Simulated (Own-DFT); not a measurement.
# Short bonds, stiff crystals?

No measurement is shown. These are fixed-geometry runs of a retired plane-wave code named Own-DFT, which no person has reviewed; spin and spin-orbit coupling are neglected.

Caveats (not all hold for every row): forces on such cells moved up to 12 meV/angstrom on a denser k mesh; forces not confirmed at this smearing and k mesh; k mesh not checked against a denser one; forces on such cells passed a denser k mesh, each cell not checked; stress not checked against mesh or cutoff.

All runs are PBE with PseudoDojo norm-conserving files; cutoff and k mesh are each material's own. Every cell starts from measured lattice constants and was given uniform random strains and small random moves of its atoms. Each triple is the change of volume in per cent, the rms move u in Å and the pressure in GPa.

- 3C SiC (C32Si32), 10.36 Å³/atom unstrained: (-2.60, 0.053, 12.32); (-2.14, 0.051, 10.40); (-0.88, 0.043, 7.14); (-0.20, 0.046, 6.27); (0.79, 0.053, 3.97); (0.80, 0.048, 3.33); (2.49, 0.052, 0.11)
- wurtzite AlN (Al36N36), 10.45 Å³/atom unstrained: (-2.62, 0.053, 11.88); (-0.96, 0.048, 8.15); (0.57, 0.052, 4.83); (1.70, 0.049, 2.43); (1.97, 0.053, 1.96); (2.06, 0.053, 1.58); (2.29, 0.052, 1.14)
- diamond silicon (Si64), 20.02 Å³/atom unstrained: (-3.91, 0.047, 6.97); (-3.77, 0.052, 6.97); (-3.03, 0.055, 6.02); (-2.50, 0.049, 5.48); (0.94, 0.050, 1.65); (1.39, 0.049, 1.31); (3.10, 0.048, -0.21)
- zincblende GaAs (As32Ga32), 22.58 Å³/atom unstrained: (-3.20, 0.047, 6.84); (-2.46, 0.051, 5.99); (-1.30, 0.048, 5.35); (0.29, 0.050, 3.94); (0.87, 0.048, 3.56); (1.87, 0.050, 2.64); (2.46, 0.050, 2.28)
- zincblende InP (In32P32), 25.27 Å³/atom unstrained: withheld
- grey tin (Sn64), 34.15 Å³/atom unstrained: (-2.90, 0.054, 5.45); (-2.55, 0.046, 5.11); (-0.89, 0.054, 4.29); (-0.72, 0.051, 4.05); (-0.16, 0.047, 3.81); (1.31, 0.053, 3.11); (1.52, 0.053, 2.89)

## Fit

Fit a line to each set against the fractional change of volume; B is minus its slope, and u is nearly the same within a set. To take it to zero pressure, assume that B rises by 4 GPa for each GPa: B0 = B - 4 x (mean pressure). The bond length of an ideal tetrahedral crystal with the unstrained volume v is d = (√3/4)(8 v)^(1/3). Cohen's empirical rule reads B0 = (1971 - 220 L) d^(-3.5) GPa, with L = 0 for group IV crystals and SiC and 1 for III-V compounds.

| material | L | d (Å) | B (GPa) | mean P (GPa) | B0 (GPa) | rule (GPa) |
|---|---|---|---|---|---|---|
| 3C SiC (C32Si32) | 0 | 1.888 | 234 ± 11 | 6.2 | 209 ± 11 | 213 |
| wurtzite AlN (Al36N36) | 1 | 1.893 | 218 ± 2 | 4.6 | 199 ± 2 | 188 |
| diamond silicon (Si64) | 0 | 2.352 | 106 ± 2 | 4.0 | 89 ± 2 | 99 |
| zincblende GaAs (As32Ga32) | 1 | 2.448 | 80 ± 2 | 4.4 | 62 ± 2 | 76 |
| zincblende InP (In32P32) | 1 | 2.541 | ? | ? | ? | 67 |
| grey tin (Sn64) | 0 | 2.810 | 55 ± 2 | 4.1 | 39 ± 2 | 53 |

A line through ln[B0/(1971 - 220 L)] against ln d has a slope of -4.3 ± 0.1 and a scatter of 5 %. Against the rule, B0 stands at 98 % for 3C SiC, 106 % for wurtzite AlN, 90 % for diamond silicon, 82 % for zincblende GaAs, 73 % for grey tin. PBE tends to make silicon and heavier crystals too soft, and the rule itself is only a guide.

## The run left out

Question: what B0 does the fitted trend give for zincblende InP (In32P32)?

From the line: 54 GPa. Its own runs give B = 76 ± 2 GPa at a mean pressure of 3.9 GPa, so B0 = 60 GPa. It lies off the trend of the others.
